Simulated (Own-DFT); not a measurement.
## Calculated data, SiGe3 (diamond lattice with Si and Ge gathered in clusters, atoms displaced), SiGe (diamond lattice with Si and Ge gathered in clusters, atoms displaced), Si7Ge (diamond lattice with Si and Ge gathered in clusters, atoms displaced)

A calculation, not a measurement: plane-wave density functional theory by an unreviewed code, no spin, of a simulated periodic cell, stress positive in tension, run twice, with PBE and with PBEsol, both on files made for PBE, so the change isn't that of files made for PBEsol; forces on such cells passed a denser k mesh, this cell's mesh not checked; the far tail of each file's local potential was reset to the Coulomb form; each entry is a single point on an unrelaxed cell, so the pressure reflects the starting lattice, mostly measured values (interpolated for alloys), from which strain is counted, and rises with the displacements; printed positions are rounded, which can move forces by about a meV/angstrom; the program, named Own-DFT, is a retired in-house code; no spin-orbit coupling; stress was not checked against mesh or cutoff. Program: Own-DFT development build.

Settings shared by all entries: functional PBE, then PBEsol; potential files PseudoDojo norm-conserving, scalar-relativistic, standard set; wave cutoff 42 hartree; occupations Fermi-Dirac; smearing width 0.1 eV; k mesh 3 x 3 x 3 centred on Gamma.

(1) SiGe3 (diamond lattice with Si and Ge gathered in clusters, atoms displaced)

```
SiGe3
1.0
     11.2025     0.0000     0.0000
      0.0000    11.2025     0.0000
      0.0000     0.0000    11.2025
Ge Si Ge Si Ge Si Ge Si Ge Si Ge Si Ge Si Ge Si Ge Si Ge Si Ge Si Ge
2 1 3 1 4 1 2 2 5 3 7 1 1 1 2 3 1 1 3 1 8 1 10
Direct
  0.99936 0.00154 0.99838
  0.99977 0.24805 0.24844
  0.25152 0.99925 0.25131
  0.25061 0.25243 0.99437
  0.12605 0.12416 0.12977
  0.12319 0.37634 0.37325
  0.37792 0.12369 0.37349
  0.37882 0.36957 0.13014
  0.00005 0.00179 0.49958
  0.00234 0.25020 0.74808
  0.25225 0.00046 0.75103
  0.24742 0.24825 0.50380
  0.12599 0.12431 0.62051
  0.12217 0.37799 0.87445
  0.36961 0.12367 0.87143
  0.37451 0.37500 0.62482
  0.99809 0.49670 0.00008
  0.00135 0.75114 0.24904
  0.24757 0.50161 0.24755
  0.24713 0.75134 0.00254
  0.12855 0.62473 0.12627
  0.12570 0.87098 0.37699
  0.37649 0.62290 0.37474
  0.37678 0.87648 0.13064
  0.00237 0.49647 0.49496
  0.99627 0.74719 0.74957
  0.25182 0.50210 0.74999
  0.25029 0.75205 0.49847
  0.12663 0.62461 0.62743
  0.12694 0.87575 0.87251
  0.37153 0.62568 0.87914
  0.37239 0.87370 0.63114
  0.49993 0.99991 0.00057
  0.49603 0.25022 0.24981
  0.75116 0.99663 0.25216
  0.75279 0.25016 0.00427
  0.62661 0.12573 0.12370
  0.62170 0.37113 0.37431
  0.87685 0.13013 0.37261
  0.87292 0.37531 0.12527
  0.50150 0.99706 0.50208
  0.50341 0.25102 0.75033
  0.74943 0.00214 0.74998
  0.74889 0.24387 0.49612
  0.62890 0.12683 0.63188
  0.62685 0.37709 0.86787
  0.87510 0.12103 0.87732
  0.87256 0.37555 0.62743
  0.50058 0.50149 0.00208
  0.50100 0.74994 0.25172
  0.74109 0.50133 0.25038
  0.75186 0.74852 0.00299
  0.62448 0.62473 0.12208
  0.62428 0.87286 0.37209
  0.87625 0.62462 0.37127
  0.87288 0.87999 0.12485
  0.50017 0.50268 0.49889
  0.49955 0.74610 0.75119
  0.74835 0.50216 0.74781
  0.74842 0.75405 0.50094
  0.62576 0.62607 0.62767
  0.62402 0.87472 0.87234
  0.87251 0.62066 0.87496
  0.87478 0.87495 0.62075
```

- PBE pressure: 3.35 GPa
- PBE stress xx: -3.36 GPa
- PBE stress yy: -3.36 GPa
- PBE stress zz: -3.32 GPa
- PBE stress yz: 0.07 GPa
- PBE stress xz: -0.11 GPa
- PBE stress xy: 0.08 GPa
- PBEsol pressure: 0.64 GPa
- PBEsol stress xx: -0.65 GPa
- PBEsol stress yy: -0.65 GPa
- PBEsol stress zz: -0.61 GPa
- PBEsol stress yz: 0.07 GPa
- PBEsol stress xz: -0.1 GPa
- PBEsol stress xy: 0.07 GPa
- rms change of force components from PBE to PBEsol: 0.037 eV/Å

Force:
```tsv
force element	PBE force x (eV/Å)	PBE force y (eV/Å)	PBE force z (eV/Å)	PBEsol force x (eV/Å)	PBEsol force y (eV/Å)	PBEsol force z (eV/Å)
Ge	0.591	-0.294	0.39	0.56	-0.28	0.376
Ge	-0.204	0.368	0.221	-0.16	0.396	0.175
Si	0.091	-0.34	0.541	0.038	-0.293	0.496
Ge	0.039	-0.43	0.506	0.001	-0.378	0.524
Ge	0.498	-0.238	-0.662	0.433	-0.19	-0.679
Ge	0.768	-0.912	0.127	0.699	-0.845	0.093
Si	-0.353	-0.01	0.613	-0.351	-0.008	0.608
Ge	-0.51	0.613	-0.721	-0.542	0.646	-0.749
Ge	-0.047	-0.188	-0.952	-0.045	-0.184	-0.85
Ge	-0.372	-0.316	0.239	-0.362	-0.302	0.233
Ge	-0.111	0.023	-0.489	-0.186	0.014	-0.472
Si	1.039	0.437	-0.917	0.938	0.421	-0.9
Ge	0.151	0.044	0.52	0.095	0.005	0.544
Ge	0.372	-0.147	-0.288	0.36	-0.143	-0.274
Si	1.029	0.351	0.5	1.006	0.344	0.491
Si	-0.072	-0.232	-0.238	-0.03	-0.181	-0.188
Ge	0.175	0.515	0.312	0.166	0.492	0.295
Ge	0.061	0.313	0.023	0.023	0.262	-0.007
Ge	0.986	-0.342	0.655	0.916	-0.36	0.6
Ge	0.698	0.632	0.252	0.648	0.571	0.208
Ge	-0.937	0.083	-0.471	-0.906	0.08	-0.456
Si	0.081	0.907	-0.512	0.04	0.845	-0.462
Si	-0.35	0.366	-0.097	-0.34	0.357	-0.095
Si	-0.395	0.077	-0.305	-0.339	0.029	-0.345
Ge	-0.554	0.59	0.917	-0.535	0.571	0.881
Ge	0.229	0.262	0.04	0.226	0.251	0.033
Ge	0.176	-0.582	-0.065	0.131	-0.522	-0.024
Ge	0.488	-0.229	0.252	0.441	-0.262	0.284
Ge	-0.288	0.013	-0.703	-0.278	0.011	-0.677
Ge	-0.566	-0.19	0.207	-0.55	-0.183	0.208
Ge	0.283	-0.018	0.019	0.275	-0.02	0.015
Si	0.706	0.116	-0.941	0.65	0.074	-0.882
Ge	-0.434	0.357	0.073	-0.388	0.31	0.03
Si	1.115	-0.934	0.528	1.053	-0.872	0.465
Ge	-0.534	1.052	0.304	-0.472	0.984	0.248
Ge	-0.668	-0.206	-0.71	-0.6	-0.164	-0.72
Si	-0.47	0.085	0.626	-0.418	0.047	0.571
Si	-0.249	-0.04	-0.052	-0.199	0.008	-0.009
Si	-0.107	-0.938	0.098	-0.102	-0.917	0.098
Ge	0.011	0.244	0.577	0.014	0.23	0.543
Si	0.015	0.218	0.219	0.02	0.213	0.224
Ge	-1.022	-0.418	-0.346	-0.952	-0.362	-0.296
Ge	0.156	-0.341	-0.157	0.19	-0.368	-0.108
Ge	-0.225	0.519	0.373	-0.188	0.54	0.398
Si	-0.715	-0.504	-1.234	-0.662	-0.456	-1.169
Ge	-0.033	-0.142	1.342	-0.032	-0.134	1.294
Ge	0.002	0.841	-0.383	0.006	0.809	-0.365
Ge	0.206	-0.237	-0.833	0.208	-0.228	-0.806
Ge	-0.207	-0.66	-0.395	-0.199	-0.628	-0.381
Ge	-0.376	-0.105	-0.024	-0.331	-0.143	-0.061
Ge	0.51	-0.579	0.346	0.532	-0.521	0.293
Ge	-0.127	0.353	-0.501	-0.129	0.339	-0.487
Ge	-0.194	0.396	0.295	-0.184	0.376	0.287
Si	-0.211	0.503	0.809	-0.164	0.448	0.749
Ge	-0.414	0.043	0.414	-0.396	0.041	0.399
Ge	0.593	-0.606	-0.152	0.573	-0.591	-0.147
Ge	-0.13	-0.727	0.013	-0.089	-0.672	0.05
Ge	-0.539	0.474	-0.019	-0.483	0.427	0.019
Ge	0.274	-0.14	-0.029	0.262	-0.138	-0.023
Ge	-0.144	-0.46	-0.761	-0.099	-0.475	-0.697
Ge	-0.165	0.15	-0.654	-0.158	0.145	-0.625
Ge	0.172	-0.167	0.392	0.168	-0.163	0.38
Ge	0.175	0.376	0.254	0.169	0.365	0.245
Ge	0.033	0.35	0.614	0.028	0.335	0.597
```

(2) SiGe (diamond lattice with Si and Ge gathered in clusters, atoms displaced)

```
SiGe
1.0
     11.0890     0.0000     0.0000
      0.0000    11.0890     0.0000
      0.0000     0.0000    11.0890
Si Ge Si Ge Si Ge Si Ge Si Ge Si Ge Si Ge Si Ge Si Ge Si Ge Si Ge Si Ge
8 1 8 1 3 2 1 2 1 2 2 1 2 1 2 2 1 1 1 3 2 1 1 15
Direct
  0.99997 0.00460 0.00358
  0.99969 0.25114 0.25165
  0.24988 0.99651 0.25406
  0.24973 0.24679 0.00079
  0.12739 0.12654 0.12228
  0.12214 0.37655 0.37676
  0.37828 0.12537 0.37681
  0.37393 0.36515 0.12291
  0.00657 0.99887 0.50367
  0.99880 0.24691 0.75088
  0.25358 0.99744 0.75245
  0.24577 0.24923 0.49867
  0.12091 0.12453 0.62491
  0.12826 0.37385 0.87452
  0.37706 0.11847 0.87632
  0.37371 0.37651 0.62422
  0.00220 0.50020 0.00064
  0.99570 0.75615 0.25077
  0.24950 0.50129 0.24868
  0.24535 0.74787 0.00161
  0.13240 0.62553 0.12279
  0.12950 0.87221 0.37627
  0.37368 0.62651 0.37758
  0.37116 0.87724 0.12326
  0.00301 0.49807 0.50069
  0.99394 0.74605 0.75208
  0.24861 0.50387 0.75030
  0.24927 0.74447 0.50207
  0.12109 0.62474 0.62568
  0.12861 0.87534 0.87480
  0.37231 0.62182 0.87570
  0.37224 0.87534 0.62582
  0.49693 0.00363 0.01167
  0.49997 0.24962 0.24771
  0.75175 0.00205 0.25135
  0.74836 0.25376 0.00195
  0.62603 0.12423 0.12691
  0.62804 0.37895 0.37604
  0.87592 0.12104 0.37829
  0.87288 0.37813 0.12374
  0.49828 0.99905 0.50000
  0.49985 0.24467 0.75491
  0.74624 0.00103 0.75196
  0.75395 0.25571 0.50356
  0.62244 0.12655 0.62695
  0.62347 0.37577 0.87665
  0.87241 0.12571 0.87259
  0.87131 0.36989 0.62943
  0.50502 0.50443 0.00368
  0.49810 0.74664 0.25283
  0.75306 0.49707 0.24978
  0.74945 0.75107 0.99836
  0.62438 0.62135 0.12235
  0.62620 0.87995 0.37826
  0.87838 0.62565 0.37819
  0.87654 0.87149 0.12101
  0.49985 0.50094 0.49821
  0.50068 0.74803 0.74737
  0.75080 0.49674 0.75320
  0.75055 0.75220 0.49361
  0.62635 0.62374 0.62341
  0.62019 0.87287 0.87001
  0.87278 0.62731 0.87652
  0.87501 0.86919 0.62478
```

* PBE pressure: 3.02 GPa
* PBE stress xx: -3.02 GPa
* PBE stress yy: -2.97 GPa
* PBE stress zz: -3.07 GPa
* PBE stress yz: -0.08 GPa
* PBE stress xz: -0.21 GPa
* PBE stress xy: -0.39 GPa
* PBEsol pressure: 0.74 GPa
* PBEsol stress xx: -0.74 GPa
* PBEsol stress yy: -0.69 GPa
* PBEsol stress zz: -0.78 GPa
* PBEsol stress yz: -0.07 GPa
* PBEsol stress xz: -0.21 GPa
* PBEsol stress xy: -0.39 GPa
* rms change of force components from PBE to PBEsol: 0.046 eV/Å

Force:
```tsv
force element	PBE force x (eV/Å)	PBE force y (eV/Å)	PBE force z (eV/Å)	PBEsol force x (eV/Å)	PBEsol force y (eV/Å)	PBEsol force z (eV/Å)
Si	0.279	-0.13	-0.973	0.225	-0.178	-0.922
Si	0.089	0.098	-0.522	0.04	0.056	-0.472
Si	0.455	0.936	-0.68	0.402	0.877	-0.614
Si	0.175	-0.079	-0.776	0.172	-0.081	-0.777
Si	-0.259	-0.186	1.026	-0.252	-0.188	1.024
Si	0.668	-0.414	-0.854	0.611	-0.354	-0.791
Si	-0.74	0.288	-0.572	-0.681	0.236	-0.515
Si	0.235	1.317	0.185	0.234	1.307	0.178
Ge	-0.471	-0.379	-0.063	-0.506	-0.417	-0.103
Si	0.469	0.015	0.374	0.416	0.063	0.324
Si	-0.785	0.611	-0.063	-0.733	0.559	-0.123
Si	0.388	0.097	0.224	0.38	0.092	0.221
Si	1.12	0.383	0.814	1.06	0.323	0.751
Si	-0.366	-0.008	0.033	-0.363	-0.006	0.027
Si	-0.185	0.489	0.415	-0.178	0.474	0.408
Si	-0.216	-0.613	0.506	-0.165	-0.564	0.452
Si	0.253	-0.128	0.055	0.207	-0.08	0.016
Ge	1.258	-1.193	-0.256	1.185	-1.129	-0.211
Si	0.129	-0.804	-0.039	0.173	-0.754	0.011
Si	0.94	0.526	-0.655	0.933	0.526	-0.653
Si	-1.2	-0.295	0.532	-1.229	-0.255	0.567
Ge	-0.201	0.289	-0.138	-0.246	0.24	-0.092
Ge	-0.281	-0.848	-0.615	-0.227	-0.785	-0.556
Si	-0.153	-0.486	0.448	-0.12	-0.532	0.477
Ge	-0.554	-0.479	0.289	-0.578	-0.407	0.319
Ge	1.167	0.866	0.236	1.085	0.808	0.186
Si	0.307	-0.811	0.052	0.254	-0.748	-0.005
Ge	-0.086	0.526	0.257	-0.084	0.514	0.243
Ge	0.347	-0.23	0.581	0.294	-0.188	0.52
Si	-0.658	0.108	0.359	-0.697	0.065	0.315
Si	0.219	0.286	0.455	0.26	0.326	0.414
Ge	0	-0.121	0.017	0.051	-0.162	-0.028
Si	0.255	-0.464	-1.024	0.292	-0.49	-1.038
Si	0.144	-0.251	0.392	0.191	-0.209	0.434
Ge	-0.174	-0.234	-0.664	-0.138	-0.266	-0.589
Si	0.074	-0.389	-0.293	0.072	-0.385	-0.288
Si	-0.051	0.67	-0.095	0.012	0.617	-0.048
Ge	-0.619	-0.873	-0.46	-0.561	-0.8	-0.413
Ge	0.565	0.835	-0.06	0.515	0.77	-0.029
Si	0.914	-0.735	-0.143	0.851	-0.676	-0.092
Ge	-0.24	0.527	0.249	-0.186	0.466	0.278
Si	-0.578	0.99	-0.021	-0.523	0.937	-0.072
Ge	0.65	-0.119	-0.263	0.585	-0.157	-0.296
Ge	-0.92	-1.21	-0.708	-0.891	-1.167	-0.677
Ge	0.066	0.29	-0.205	0.107	0.232	-0.231
Si	-0.395	-0.335	0.325	-0.344	-0.284	0.269
Si	0.278	0.228	0.926	0.216	0.177	0.868
Ge	1.443	0.744	0.37	1.349	0.758	0.314
Si	-1.561	-1.473	-1.001	-1.486	-1.394	-0.929
Ge	0.136	1.028	-0.726	0.16	0.965	-0.661
Ge	0.175	0.603	-0.167	0.125	0.624	-0.113
Ge	-0.65	0.032	-0.038	-0.623	0.023	-0.042
Ge	0.478	0.625	0.815	0.513	0.65	0.841
Ge	-0.394	-0.422	-0.877	-0.373	-0.417	-0.842
Ge	-0.118	-0.304	-0.59	-0.123	-0.283	-0.571
Ge	-0.206	1.202	-0.051	-0.233	1.121	-0.001
Ge	-0.328	-0.398	0.536	-0.272	-0.34	0.487
Ge	-0.892	-0.595	0.25	-0.821	-0.538	0.207
Ge	-0.511	0.145	0.109	-0.458	0.182	0.061
Ge	-0.155	-0.404	0.749	-0.144	-0.389	0.734
Ge	0.353	0.026	-0.052	0.337	0.03	-0.057
Ge	-0.245	0.845	1.43	-0.199	0.784	1.34
Ge	0.366	-1.135	0.582	0.321	-1.06	0.518
Ge	-0.201	0.921	0.054	-0.195	0.881	0.046
```

(3) Si7Ge (diamond lattice with Si and Ge gathered in clusters, atoms displaced)

```
Si7Ge
1.0
     10.9187     0.0000     0.0000
      0.0000    10.9187     0.0000
      0.0000     0.0000    10.9187
Si Ge Si Ge Si Ge Si Ge Si Ge Si Ge Si Ge Si
1 1 2 2 2 1 3 1 21 1 3 1 4 1 20
Direct
  0.00268 0.99491 0.00716
  0.00064 0.25057 0.24965
  0.24100 0.99080 0.26012
  0.24596 0.24664 0.99276
  0.13032 0.12643 0.12754
  0.12300 0.37924 0.37898
  0.36843 0.11646 0.37857
  0.36642 0.37759 0.13126
  0.00404 0.00335 0.50963
  0.99580 0.24452 0.74837
  0.24618 0.00151 0.74686
  0.25220 0.24426 0.50498
  0.11982 0.12364 0.63314
  0.12166 0.38360 0.87326
  0.37990 0.12920 0.87883
  0.37045 0.36138 0.63282
  0.99715 0.50340 0.00127
  0.99674 0.75100 0.25324
  0.24607 0.50190 0.25236
  0.25778 0.74049 0.99717
  0.13135 0.62497 0.12033
  0.12052 0.87984 0.37407
  0.36387 0.63030 0.36937
  0.37270 0.87912 0.13207
  0.00196 0.49837 0.49818
  0.00408 0.74959 0.74829
  0.25499 0.49871 0.75178
  0.25792 0.75211 0.51106
  0.12756 0.62279 0.62467
  0.12310 0.87979 0.86914
  0.38063 0.62363 0.87359
  0.36807 0.88245 0.63320
  0.50161 0.99951 0.99795
  0.50201 0.24855 0.25839
  0.74746 0.99444 0.25677
  0.74969 0.25025 0.99889
  0.62792 0.12428 0.12829
  0.62681 0.37446 0.37441
  0.87097 0.11332 0.36704
  0.87432 0.37715 0.12462
  0.50265 0.00697 0.51147
  0.49717 0.25978 0.74823
  0.74816 0.00358 0.74616
  0.75950 0.24805 0.50784
  0.62387 0.13518 0.62264
  0.61966 0.36954 0.88049
  0.88049 0.11820 0.87107
  0.88422 0.36902 0.63530
  0.49797 0.50249 0.00530
  0.50456 0.74600 0.24944
  0.75743 0.50805 0.25467
  0.74162 0.74855 0.99576
  0.62512 0.62454 0.12485
  0.63148 0.87542 0.37635
  0.88273 0.61478 0.37273
  0.87472 0.87729 0.11454
  0.49951 0.49917 0.50393
  0.49790 0.75576 0.74841
  0.74376 0.50466 0.75618
  0.74502 0.75419 0.49862
  0.61644 0.63060 0.63035
  0.62892 0.87979 0.87216
  0.86641 0.62181 0.88352
  0.87461 0.87585 0.63402
```

- PBE pressure: 2.75 GPa
- PBE stress xx: -2.85 GPa
- PBE stress yy: -2.71 GPa
- PBE stress zz: -2.69 GPa
- PBE stress yz: -0.31 GPa
- PBE stress xz: -0.08 GPa
- PBE stress xy: -0.37 GPa
- PBEsol pressure: 1.24 GPa
- PBEsol stress xx: -1.35 GPa
- PBEsol stress yy: -1.2 GPa
- PBEsol stress zz: -1.17 GPa
- PBEsol stress yz: -0.3 GPa
- PBEsol stress xz: -0.07 GPa
- PBEsol stress xy: -0.36 GPa
- rms change of force components from PBE to PBEsol: 0.038 eV/Å

Force:
```tsv
force element	PBE force x (eV/Å)	PBE force y (eV/Å)	PBE force z (eV/Å)	PBEsol force x (eV/Å)	PBEsol force y (eV/Å)	PBEsol force z (eV/Å)
Si	0.42	0.845	-1.319	0.479	0.9	-1.247
Ge	-0.613	0.141	-0.043	-0.553	0.092	-0.006
Si	1.422	1.211	-1.288	1.364	1.255	-1.329
Si	0.405	1.291	0.435	0.343	1.235	0.475
Ge	0.006	-0.689	-0.184	-0.041	-0.634	-0.132
Ge	1.027	-0.974	0.055	0.961	-0.996	0.011
Si	0.839	0.4	0.091	0.822	0.385	0.074
Si	0.804	-0.787	-0.479	0.786	-0.79	-0.479
Ge	-1.326	-1.279	-1.235	-1.28	-1.165	-1.186
Si	0.922	0.732	1.863	0.983	0.649	1.797
Si	0.59	0.575	1.823	0.524	0.645	1.752
Si	-0.586	0.061	-0.416	-0.673	0.051	-0.414
Ge	1.323	1.14	-0.494	1.235	1.062	-0.545
Si	-0.2	-1.005	-0.03	-0.207	-0.988	-0.037
Si	-0.244	-0.466	-1.01	-0.233	-0.464	-1.009
Si	-0.253	2.192	-1.485	-0.273	2.172	-1.482
Si	0.222	-0.191	0.283	0.223	-0.188	0.29
Si	0.474	-0.028	-1.076	0.458	-0.022	-1.064
Si	-0.167	0.136	-0.422	-0.227	0.076	-0.361
Si	-0.498	1.767	0.004	-0.48	1.754	0
Si	-1.007	0.214	0.641	-0.998	0.217	0.635
Si	-0.374	-1.951	1.802	-0.436	-1.895	1.849
Si	1.529	-0.269	1.079	1.5	-0.259	1.058
Si	0.429	-0.836	-0.726	0.415	-0.816	-0.715
Si	-0.421	0.117	1.7	-0.366	0.048	1.631
Si	-0.826	-0.559	0.727	-0.811	-0.566	0.721
Si	-0.363	0.036	-0.23	-0.345	0.043	-0.229
Si	-1.187	0.183	-1.367	-1.166	0.188	-1.341
Si	0.129	0.055	0.044	0.126	0.042	0.039
Si	0.553	-1.032	1.032	0.544	-1.012	1.022
Si	0.281	-0.009	-0.22	0.292	-0.016	-0.236
Si	1.401	-0.339	-0.693	1.387	-0.326	-0.688
Si	-0.085	0.141	0.819	-0.08	0.124	0.812
Si	-0.857	-0.217	-0.802	-0.85	-0.223	-0.784
Ge	-0.248	-0.53	-2.687	-0.174	-0.455	-2.57
Si	0.556	-0.605	0.097	0.566	-0.606	0.092
Si	-0.581	0.271	-0.298	-0.524	0.221	-0.246
Si	0.451	0.627	0.741	0.495	0.582	0.764
Ge	1.563	1.66	1.836	1.516	1.612	1.787
Si	-0.274	0.178	-0.126	-0.232	0.128	-0.074
Si	-0.486	-1.028	-1.101	-0.472	-1.026	-1.084
Si	0.988	-1.785	1.189	0.993	-1.768	1.18
Si	-0.085	0.314	0.181	-0.094	0.328	0.161
Ge	-0.282	0.658	-1.265	-0.24	0.6	-1.275
Si	-0.115	-0.36	1.235	-0.049	-0.287	1.171
Si	0.216	1.108	-0.088	0.209	1.093	-0.08
Si	-0.701	0.218	1.081	-0.684	0.198	1.074
Si	-1.234	2.036	-0.802	-1.268	1.985	-0.845
Si	-0.095	-0.844	-0.009	-0.098	-0.835	-0.003
Si	-0.612	0.836	0.392	-0.595	0.825	0.389
Si	-1.338	-1.469	-1.138	-1.331	-1.452	-1.128
Si	0.492	0.555	0.52	0.471	0.553	0.518
Si	0.337	-0.062	0.274	0.343	-0.075	0.267
Si	-2.291	-0.512	0.809	-2.223	-0.428	0.735
Si	-0.47	2.024	1.14	-0.45	2.004	1.138
Si	-0.854	-1.39	1.33	-0.899	-1.343	1.36
Si	-0.835	-0.166	-0.41	-0.833	-0.17	-0.4
Si	-0.212	0.361	0.781	-0.215	0.37	0.778
Si	0.142	-0.92	-0.345	0.13	-0.917	-0.353
Si	1.355	-1.15	0.812	1.355	-1.147	0.8
Si	0.805	-0.396	-0.88	0.797	-0.389	-0.868
Si	-0.674	-0.295	-0.127	-0.66	-0.289	-0.133
Si	0.969	0.649	-1.039	0.964	0.644	-1.026
Si	-0.26	-0.586	-0.979	-0.215	-0.533	-1.008
```
